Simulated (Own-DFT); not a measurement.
# Which defects push the lattice out? C11b WSi2

Calculated, not measured: single-point runs of Own-DFT, a retired in-house plane-wave DFT program that no person has reviewed, on unrelaxed cells, without spin or spin-orbit coupling.

Settings: PBE; PseudoDojo norm-conserving scalar-relativistic files; cutoff 50 hartree; 5 x 5 x 5 k mesh centred on Gamma; cold (Marzari-Vanderbilt) smearing of 0.2 eV.

Known weak points: forces on such cells failed a check on a denser k mesh; stress not checked against mesh or cutoff.

All runs share one cell, with vectors in Å (-2.148, -5.953, 3.409); (-6.444, 2.976, 1.136); (-2.553, -2.948, -6.757) and a volume of 403.2 Å³. The atoms are randomly displaced, by u rms on each axis. The defect's site can differ from row to row.

```
cell,formula,u (Å),P (GPa)
no defect,Si20W10,0.0216,4.39
no defect,Si20W10,0.0216,4.64
no defect,Si20W10,0.0454,6.00
one Si on a W site,Si21W9,0.0313,6.57
one Si on a W site,Si21W9,0.0317,6.45
one Si on a W site,Si21W9,0.0525,7.42
one W on a Si site,Si19W11,0.0299,9.97
one W on a Si site,Si19W11,0.0302,10.53
one W on a Si site,Si19W11,0.0485,10.77
one W vacancy,Si20W9,0.0275,3.60
one W vacancy,Si20W9,0.0280,3.56
one W vacancy,Si20W9,0.0480,4.41
one W vacancy,Si20W9,0.0506,?
one Si vacancy,Si19W10,0.0301,3.23
one Si vacancy,Si19W10,0.0466,3.62
one Si vacancy,Si19W10,0.0487,4.15
```

## Working it out

P = P0 + c u² + a shift for each defect gives P0 = 4.43 GPa, c = 582 ± 90 GPa/Å² and a scatter of 0.25 GPa. The shifts, and each times the cell's volume:

- one W on a Si site: 5.19 ± 0.21 GPa, 13.1 eV
- one Si on a W site: 1.46 ± 0.21 GPa, 3.7 eV
- one W vacancy: -1.32 ± 0.21 GPa, -3.3 eV
- one Si vacancy: -1.82 ± 0.22 GPa, -4.6 eV

Against the defect-free cell, a freed cell would be larger where the shift is positive and smaller where it is negative (160.2 GPa Å³ is 1 eV). The atoms around the defects weren't relaxed, which would change these numbers.

## Withheld run

Question: what pressure belongs in the blank (one W vacancy, u = 0.0506 Å)?

The fit gives 4.60 ± 0.32 GPa. The hidden result is 4.14 GPa.
